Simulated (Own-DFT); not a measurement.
## Calculated data, GaP (zincblende, atoms displaced)

A calculation, not a measurement: plane-wave PBE density functional theory by an unreviewed code, no spin, of a simulated periodic cell, stress positive in tension, free energy of the whole cell less one offset for each atom, forces on such cells passed a denser k mesh, this cell's mesh not checked; offsets are fitted by least squares, one for each functional and potential file, so energies compare only between cells with the same atoms and settings and are not formation energies; the far tail of each file's local potential was reset to the Coulomb form; each entry is a single point on an unrelaxed cell, so the pressure reflects the starting lattice, mostly measured values (interpolated for alloys), from which strain is counted, and rises with the displacements; printed positions are rounded, which can move forces by about a meV/angstrom; the program, named Own-DFT, is a retired in-house code; no spin-orbit coupling; before rounding, a Quantum ESPRESSO 7.3.1 run of the same cell and cutoff gave forces within 1 meV/angstrom rms on each cell, which checks the program and not the settings. Program: Own-DFT development build.

Settings shared by all entries: functional PBE; potential files PseudoDojo norm-conserving, scalar-relativistic, standard set; wave cutoff 42 hartree; occupations Fermi-Dirac; smearing width 0.1 eV; k mesh 2 x 3 x 3 centred on Gamma.

(1) 
```xyz
96
Lattice="16.3515 0.0000 0.0000 0.0000 10.9010 0.0000 0.0000 0.0000 10.9010" Properties=species:S:1:pos:R:3:force_x:R:1:force_y:R:1:force_z:R:1 formula=GaP free_energy_of_cell_above_offsets=-50.588 pressure=3.15 stress_xx=-3.14 stress_yy=-3.17 stress_zz=-3.13 stress_yz=0.16 stress_xz=0.07 stress_xy=-0.35
Ga     0.0312    10.8921     0.0120     -0.364      0.286     -0.514
Ga     0.0031     2.6705     2.7346      0.274       0.49      0.328
Ga     2.8103     0.0191     2.7307     -0.622     -0.084     -0.113
Ga     2.7617     2.7099     0.0239     -0.334     -0.293      0.145
P      1.3354     1.3267     1.3884       0.82      0.426     -0.103
P      1.4078     4.1324     4.1364     -1.206      0.172     -0.977
P      4.1083     1.4719     4.0977     -1.473     -1.362      0.584
P      4.1255     4.1230     1.2490     -0.476     -0.596      1.999
Ga    16.3328    10.8987     5.5172      0.168     -0.725     -1.114
Ga     0.0497     2.7124     8.2127     -0.258      0.635     -0.217
Ga     2.7064     0.0432     8.1083     -0.128     -0.253      0.511
Ga     2.7503     2.8495     5.3674     -0.051     -0.829      1.401
P      1.2827     1.3241     6.7588      1.388      1.249       0.29
P      1.4514     4.0960     9.6020     -0.428     -0.082     -0.757
P      4.0511     1.3405     9.5509      0.458        0.3     -0.618
P      4.1207     4.1098     6.8568     -0.617      0.361     -1.417
Ga     0.0311     5.4108     0.0296     -0.209      0.058      0.192
Ga    16.2901     8.1952     2.7511      0.114     -0.193      -0.47
Ga     2.6891     5.4979     2.7759      0.707     -0.158      -0.77
Ga     2.7635     8.1438    10.8661      0.068      0.312     -0.099
P      1.4191     6.8434     1.3366     -0.874     -0.125      0.518
P      1.3546     9.5382     4.0361      0.459      0.305      0.804
P      4.1400     6.8322     4.0534     -0.377     -0.341      0.932
P      4.1107     9.5540     1.3142     -0.057     -0.277      0.436
Ga     0.0399     5.5231     5.4729     -0.794     -0.964      -0.04
Ga     0.0031     8.2684     8.1541      0.057     -0.846      0.573
Ga     2.7935     5.4507     8.1525     -0.957      0.375      0.268
Ga     2.8193     8.2615     5.4839      -1.01     -0.845     -0.801
P      1.3304     6.8139     6.7724      1.166      0.846      0.847
P      1.3920     9.5510     9.5666       0.09      0.036     -0.497
P      4.1363     6.8134     9.4927     -0.491     -0.472      0.797
P      4.1066     9.5141     6.8588      0.236      0.678     -0.003
Ga     5.4533     0.0071     0.0002       0.48      0.271     -0.222
Ga     5.3939     2.6490     2.8205       1.64      1.806     -1.914
Ga     8.1704     0.0000     2.7108      0.326     -0.079      0.034
Ga     8.1536     2.8195     0.0131      0.356     -0.445      -0.68
P      6.8495     1.3893     1.3662     -0.636      0.042     -0.026
P      6.8708     4.0812     4.1007     -0.861     -0.268       0.21
P      9.5335     1.3767     4.0791      0.211     -0.524      0.342
P      9.5475     4.1169     1.3962     -0.092      0.148      -0.24
Ga     5.3311     0.0389     5.4098      0.913     -0.883      0.035
Ga     5.3893     2.7449     8.0502      0.912     -0.962      1.589
Ga     8.2540    10.8607     8.1369     -0.529      0.733      0.228
Ga     8.1272     2.6656     5.5038      0.778       0.44     -0.217
P      6.7614     1.2961     6.7742      0.186     -0.029       0.41
P      6.8164     4.1718     9.4461     -0.882     -1.581      0.817
P      9.5836     1.3413     9.4793     -0.551      0.274      1.127
P      9.5948     4.0790     6.8549     -1.066      0.353     -0.552
Ga     5.4786     5.4190     0.0052      0.354      0.684     -0.653
Ga     5.4339     8.1920     2.7609     -0.177     -0.433     -1.332
Ga     8.1245     5.4565     2.7384      0.275      0.454     -0.435
Ga     8.1405     8.1859    10.8549      0.323      0.414       0.22
P      6.7948     6.8663     1.2970     -0.122     -0.385      0.764
P      6.7684     9.4805     3.9939       0.54      1.222      1.397
P      9.4982     6.8509     4.0764      0.229     -0.241      0.397
P      9.5684     9.5488     1.3197     -0.761     -0.805      0.916
Ga     5.5166     5.4681     5.4963     -0.706     -0.619     -1.192
Ga     5.4307     8.1000     8.1892      1.161      0.848     -0.256
Ga     8.0696     5.4413     8.1425        1.8      0.208     -0.234
Ga     8.1571     8.2234     5.5078      0.075     -0.097     -0.431
P      6.8132     6.7434     6.7803      0.164      1.559      0.405
P      6.8724     9.6015     9.5077     -0.837     -0.584      -0.13
P      9.4456     6.7768     9.5805      0.714     -0.306     -0.437
P      9.5844     9.5191     6.8786      0.037     -0.351     -0.827
Ga    10.8903    10.8757     0.1107      0.256      0.842     -1.248
Ga    10.9049     2.7183     2.6698     -0.136     -0.274      0.291
Ga    13.5690     0.0390     2.6943      0.912      0.098      0.069
Ga    13.6378     2.7709     0.0457      0.252     -0.197     -1.016
P     12.3040     1.4078     1.2893      -0.59     -0.334      0.672
P     12.2769     3.9945     4.0761     -0.501      1.437     -0.936
P     15.0821     1.3258     4.1172     -1.439      0.314     -0.004
P     14.9444     4.0427     1.4364      0.932      0.596     -0.201
Ga    10.9690    10.8982     5.5504     -0.738      0.016      -0.98
Ga    10.8814     2.7164     8.1539      0.027      0.591      1.067
Ga    13.6728    10.8303     8.1288     -0.849      0.895       0.39
Ga    13.5645     2.7680     5.4128      1.175     -0.845       0.92
P     12.1667     1.4347     6.8517       1.93     -0.779     -0.385
P     12.2955     4.0881     9.5509     -0.009       0.05     -0.454
P     14.9850     1.3796     9.4979      0.044     -0.293       0.59
P     14.9458     4.1603     6.8607      0.836     -0.834     -0.613
Ga    10.9544     5.4160     0.0015     -0.659       0.18     -0.083
Ga    10.9241     8.1592     2.7405      -0.54      0.531      0.105
Ga    13.6274     5.5045     2.6877     -0.266     -0.436      0.699
Ga    13.5626     8.1727    10.8839      0.268      0.247      0.088
P     12.2191     6.8261     1.3874      0.412     -0.082     -0.344
P     12.2785     9.5797     4.0596      0.002     -0.503       0.64
P     14.9419     6.8135     4.1753      0.936     -0.523     -1.483
P     14.9866     9.5811     1.3100     -0.523     -0.474      0.491
Ga    10.9277     5.4257     5.4191     -0.515      -0.29     -0.356
Ga    10.8787     8.1222     8.2395      0.207     -0.427     -0.077
Ga    13.6692     5.5267     8.1816     -0.355     -0.518      0.477
Ga    13.6492     8.1023     5.4376     -1.091      0.985      0.454
P     12.2757     6.7119     6.7804     -0.319       1.24      0.422
P     12.2048     9.5802     9.5497      0.475      -0.39     -0.208
P     14.9764     6.7941     9.5938      0.527       0.61     -0.225
P     14.9810     9.5256     6.7701     -0.196     -0.381       0.01
```

Units: free_energy_of_cell_above_offsets in eV; pressure, stress_xx, stress_yy, stress_zz, stress_yz, stress_xz, stress_xy in GPa; force_x, force_y, force_z in eV/Å.

(2) 
```xyz
96
Lattice="16.3515 0.0000 0.0000 0.0000 10.9010 0.0000 0.0000 0.0000 10.9010" Properties=species:S:1:pos:R:3:force_x:R:1:force_y:R:1:force_z:R:1 formula=GaP free_energy_of_cell_above_offsets=-50.031 pressure=3.23 stress_xx=-3.23 stress_yy=-3.17 stress_zz=-3.27 stress_yz=-0.03 stress_xz=0.17 stress_xy=-0.02
Ga     0.0032    10.8343     0.0316      0.221      0.757     -0.317
Ga    16.2903     2.7265     2.7137      0.703     -0.244      0.336
Ga     2.7304     0.1017     2.7506     -0.223     -1.194     -0.301
Ga     2.7420     2.6667    10.8812      -0.15      0.104      0.149
P      1.3456     1.3623     1.3935     -0.208     -0.024     -0.508
P      1.3447     4.0417     4.0528      0.294      0.684      0.529
P      4.0324     1.3967     4.0794      0.957      -0.24      0.535
P      4.0915     4.0545     1.3740      0.089       0.14     -0.387
Ga    16.3163     0.0015     5.4641      0.723     -0.456      0.403
Ga    16.3143     2.7775     8.1368      0.866     -1.048      0.488
Ga     2.7230     0.0078     8.2059     -0.115     -0.321      0.127
Ga     2.7349     2.7030     5.5132     -0.977      -0.21     -0.892
P      1.4401     1.2936     6.8255     -1.198      0.688     -0.092
P      1.3762     4.0937     9.5624     -0.407     -0.393     -0.009
P      4.1157     1.3168     9.5098     -0.038      0.279       0.54
P      4.0121     3.9723     6.8333      0.489      1.769      0.431
Ga    16.3291     5.4577    10.8827        0.3      0.154     -0.003
Ga     0.0626     8.2031     2.7845      -0.22     -0.618     -0.534
Ga     2.8152     5.4860     2.7200     -0.801     -0.185      0.204
Ga     2.7565     8.1482     0.0916     -0.623      0.479     -1.175
P      1.3824     6.8242     1.3258     -0.352     -0.411      0.884
P      1.4004     9.4905     4.1177      0.002      0.875      0.091
P      4.0848     6.8032     4.2433     -0.367      1.075     -2.233
P      4.0917     9.4884     1.3681     -0.072      0.974      0.691
Ga    16.3266     5.5156     5.4992     -0.105      -1.42      -1.06
Ga    16.2840     8.1277     8.1711      1.171      0.331     -0.228
Ga     2.6963     5.4842     8.2611      0.368     -0.501     -0.452
Ga     2.7205     8.1407     5.4794     -0.695      0.012       0.71
P      1.2955     6.6993     6.8384      0.852      1.454      0.464
P      1.2932     9.5707     9.4860      0.841     -0.918      0.558
P      4.0821     6.7841     9.6300      0.165      0.357     -0.697
P      3.9972     9.5307     6.8439      1.123     -0.159      -0.23
Ga     5.4341    10.8708     0.0259      0.101      0.572      0.345
Ga     5.4143     2.7299     2.7460      0.469       0.24      0.289
Ga     8.1468    10.8798     2.7864      0.685      0.778     -1.581
Ga     8.1307     2.6723    10.8186     -0.069      0.725      0.539
P      6.8114     1.4191     1.3976      -0.11      -0.81     -0.247
P      6.8622     4.1137     4.0940     -0.694     -0.035     -0.261
P      9.5121     1.3381     4.0311      0.618      0.395       0.64
P      9.5762     4.0709     1.3113     -0.472     -0.521      0.322
Ga     5.4851    10.8851     5.4208      -1.12      0.501       0.62
Ga     5.4224     2.7558     8.1909      0.157     -0.425     -0.176
Ga     8.2104    10.7888     8.1482     -0.929       1.74      0.643
Ga     8.2128     2.7293     5.4209      -0.62     -0.487          0
P      6.7415     1.4054     6.7925       0.91     -0.383      0.318
P      6.8240     4.1084     9.4521      0.036     -0.278      0.586
P      9.5996     1.4535     9.5719     -0.788     -1.597      -0.25
P      9.5221     4.0594     6.7744      0.662      0.034     -0.162
Ga     5.4619     5.3835    10.8715      0.186      0.259      0.535
Ga     5.4809     8.2211     2.7509      0.031     -0.051      0.848
Ga     8.2020     5.4289     2.6503     -0.251      0.195      0.198
Ga     8.1300     8.2257    10.8733      0.217      -0.15      0.386
P      6.7845     6.8561     1.3964      0.235     -0.482     -0.498
P      6.9243     9.6692     4.1569     -1.153     -1.888     -0.179
P      9.4368     6.7789     4.1662      1.367     -0.454     -1.484
P      9.6060     9.5608     1.3846     -1.804     -0.729      0.477
Ga     5.3075     5.4239     5.3855      1.852     -1.104      1.769
Ga     5.4550     8.1515     8.1866     -0.575       0.13      0.161
Ga     8.2451     5.3822     8.1276     -0.378      1.081      0.224
Ga     8.2446     8.1864     5.3920     -0.831      0.579      1.733
P      6.8090     6.8263     6.8797      0.133     -0.421     -1.154
P      6.7475     9.5699     9.5553      0.544     -0.149     -0.332
P      9.4920     6.8352     9.5482      0.723     -0.449     -0.005
P      9.5887     9.6356     6.8421      0.124     -1.615     -0.581
Ga    10.7911    10.8788     0.0694      1.808      0.788     -0.937
Ga    10.9288     2.7341     2.7634     -0.977     -0.712     -0.899
Ga    13.6364     0.0128     2.7586      0.417     -0.395     -0.058
Ga    13.5618     2.6643    10.8974       0.59      0.379      -0.32
P     12.3171     1.3785     1.4424     -0.841     -0.486     -0.596
P     12.2431     4.0277     3.9956      0.777      1.287      0.858
P     15.0185     1.3636     4.1280     -0.485     -0.023      -0.27
P     15.0417     4.0549     1.3514     -1.097      0.378     -0.576
Ga    10.8962    10.8948     5.4527      0.316      0.668     -0.246
Ga    10.8312     2.7319     8.1728       0.73      0.166      -0.51
Ga    13.6415    10.8903     8.1626      -0.34     -0.231      0.148
Ga    13.5811     2.7288     5.4048      0.109     -0.252      0.209
P     12.2756     1.3891     6.8334     -0.274     -0.157     -0.223
P     12.2295     4.0906     9.4881      0.109     -0.572      0.639
P     14.9873     1.3101     9.5329      0.101       0.47      0.223
P     15.0033     4.0169     6.7583     -0.521      0.734     -0.164
Ga    10.9736     5.3753     0.0540     -0.609       0.95     -0.741
Ga    10.8738     8.1493     2.7171     -0.306     -0.089      0.787
Ga    13.6503     5.4669     2.6788     -0.374     -0.432     -0.357
Ga    13.6058     8.1201     0.0029      0.222      0.773     -0.102
P     12.2111     6.8589     1.3582      0.631     -0.758      0.198
P     12.2284     9.5380     4.0608      0.387     -0.154       0.19
P     14.9851     6.7435     4.0467      0.293      0.746      0.234
P     15.0659     9.5264     1.3741     -1.187     -0.416      0.366
Ga    10.9229     5.4071     5.3990      0.348      0.685      0.686
Ga    10.9546     8.2342     8.2229     -1.913     -1.226     -1.003
Ga    13.6930     5.3017     8.2441     -0.131       1.37     -0.969
Ga    13.6708     8.1540     5.3875     -0.183      0.434      0.234
P     12.2727     6.9727     6.8377      0.279     -2.171     -0.427
P     12.2165     9.4451     9.4601      1.345      2.166      2.175
P     14.9960     6.8596     9.4988     -0.577     -1.272      0.833
P     15.0162     9.4986     6.8686     -0.514      0.366     -1.127
```

Units: free_energy_of_cell_above_offsets in eV; pressure, stress_xx, stress_yy, stress_zz, stress_yz, stress_xz, stress_xy in GPa; force_x, force_y, force_z in eV/Å.
